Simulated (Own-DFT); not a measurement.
# Response to strain: 4H SiC, 32 atoms (C16Si16)

Calculated results; nothing here was measured. The program, named Own-DFT, is a retired in-house plane-wave density functional code that no person has reviewed. Each row is one single-point run on a periodic cell that was not relaxed, without spin or spin-orbit coupling.

Settings of every run: PBE; PseudoDojo norm-conserving scalar-relativistic files; cutoff 42 hartree; 5 x 5 x 3 k mesh centred on Gamma; Fermi-Dirac smearing of 0.1 eV.

Known limits: forces on such cells passed a denser k mesh, each cell not checked; stress not checked against mesh or cutoff.

Unstrained cell vectors in Å: (6.165, 0.000, 0.000); (-3.083, 5.339, 0.000); (0.000, 0.000, 10.068). The unstrained cell has measured lattice constants (interpolated for alloys), not those of this functional. That, the random moves and any unrelaxed bonds set the pressure at no strain. Each run strains this cell uniformly, with the atoms carried along. Every atom was also moved at random, by a Gaussian of width 0.05 Å on each axis. Strain is the symmetric tensor, in per cent. Stress is positive in tension, and the pressure is minus a third of its trace.

| run | e_xx (%) | e_yy (%) | e_zz (%) | e_yz (%) | e_xz (%) | e_xy (%) | s_xx (GPa) | s_yy (GPa) | s_zz (GPa) | s_yz (GPa) | s_xz (GPa) | s_xy (GPa) | P (GPa) | E (meV/atom) |
|---|---|---|---|---|---|---|---|---|---|---|---|---|---|---|
| 1 | 1.79 | -0.90 | -0.75 | -1.99 | -0.61 | 1.54 | 4.31 | -9.75 | -11.28 | -4.76 | -1.97 | 7.06 | 5.58 | 34.0 |
| 2 | -1.35 | 0.74 | 1.64 | 0.95 | -0.94 | 1.09 | -9.54 | -1.02 | 2.27 | 3.30 | -3.11 | 5.23 | 2.76 | 0.0 |
| 3 | -0.72 | -1.99 | 1.76 | 0.30 | 0.55 | 1.68 | -14.28 | -13.14 | 4.42 | 0.30 | -0.15 | 6.73 | 7.67 | 39.9 |
| 4 | -0.50 | -0.94 | 0.70 | 1.25 | 0.74 | -1.26 | -5.04 | -13.43 | -3.31 | 5.85 | 3.73 | -7.94 | 7.26 | 7.0 |
| 5 | 0.66 | 1.55 | 1.10 | -1.46 | 1.02 | 0.82 | 0.89 | 4.28 | 0.18 | -5.81 | 3.54 | 3.67 | -1.79 | 5.0 |
| 6 | -1.54 | -0.51 | 1.32 | -1.41 | -1.68 | 1.30 | -14.47 | -10.87 | 0.44 | -4.43 | -4.59 | 6.02 | 8.30 | 70.4 |
| 7 | 1.14 | 0.98 | 0.77 | -1.23 | 1.68 | -1.66 | 0.70 | 1.02 | -0.01 | -3.35 | 6.21 | -8.24 | -0.57 | 23.0 |
| 8 | 1.42 | 0.45 | -1.77 | 1.29 | -1.67 | 1.72 | 0.43 | -1.83 | -18.27 | 4.30 | -5.71 | 9.33 | 6.56 | 57.6 |
| 9 | -1.65 | -0.56 | -0.69 | 1.11 | 0.59 | 1.44 | -17.63 | -9.54 | -12.13 | 5.14 | 1.68 | 8.22 | 13.10 | 50.8 |
| 10 | 0.76 | 1.79 | 1.01 | -1.77 | -1.46 | -1.67 | 0.72 | 6.84 | -0.07 | -5.12 | -5.71 | -6.35 | -2.50 | 4.3 |
| 11 | 1.54 | -1.34 | 1.29 | 1.70 | 0.81 | 1.95 | 3.64 | -11.78 | 0.74 | 5.24 | 2.48 | 9.34 | 2.46 | 23.7 |
| 12 | -0.81 | 1.91 | -0.65 | 0.21 | 1.68 | -0.07 | -6.66 | 5.04 | -10.10 | 1.00 | 3.57 | -0.19 | 3.91 | 6.7 |
| 13 | -1.92 | 0.42 | 0.85 | -1.06 | -1.90 | -1.23 | -17.93 | -3.13 | -1.55 | -4.11 | -8.70 | -5.71 | 7.54 | 31.8 |
| 14 | 0.38 | -1.51 | 1.50 | -1.88 | 0.92 | 1.26 | -2.20 | -11.31 | 0.79 | -6.45 | 3.05 | 6.05 | 4.24 | 4.9 |
| 15 | -0.95 | 1.17 | -1.68 | -0.38 | -0.18 | -1.10 | -9.90 | -1.38 | -15.74 | -1.12 | -1.36 | -6.80 | 9.01 | 36.4 |
| 16 | 1.10 | -1.90 | 0.70 | -1.14 | 0.17 | 1.27 | ? | ? | ? | ? | ? | ? | ? | ? |

E is the free energy for each atom above the lowest run shown.

## Worked fit

Each stress component was fitted by least squares to a constant and the strains of the runs shown, as fractions, with shears doubled. Shear strains stay in the fit of a normal stress only where such slopes are resolved. The slopes, in GPa:

```
stress,at no strain,per e_xx,per e_yy,per e_zz,scatter
s_xx,-5.5,587 ± 48,113 ± 50,64 ± 53,2.25
s_yy,-5.3,79 ± 34,559 ± 35,66 ± 38,1.60
s_zz,-6.8,17 ± 20,40 ± 20,610 ± 22,0.93
```

Each shear stress against twice its own strain: yz 166 ± 11, xz 166 ± 15, xy 254 ± 13 GPa. These are stiffnesses along x, y and z of the frame in which the cell vectors are given, which need not be the crystal's axes. The atoms are held to the strained lattice; where symmetry lets them move under strain, relaxing them would lower some slopes. The table should be nearly symmetric about its diagonal, and what it lacks of that shows the noise. A ninth of its sum, 237 ± 8 GPa, estimates the bulk modulus near the mean pressure of these runs, 4.9 GPa, so it lies above the value at zero pressure.

## Withheld run

Question: what normal stresses and pressure should run 16 give?

The fit gives s_xx = -0.7, s_yy = -14.6, s_zz = -3.1 and P = 6.2 GPa. The calculation gave -0.07, -17.78, -0.94 and P = 6.26 GPa.
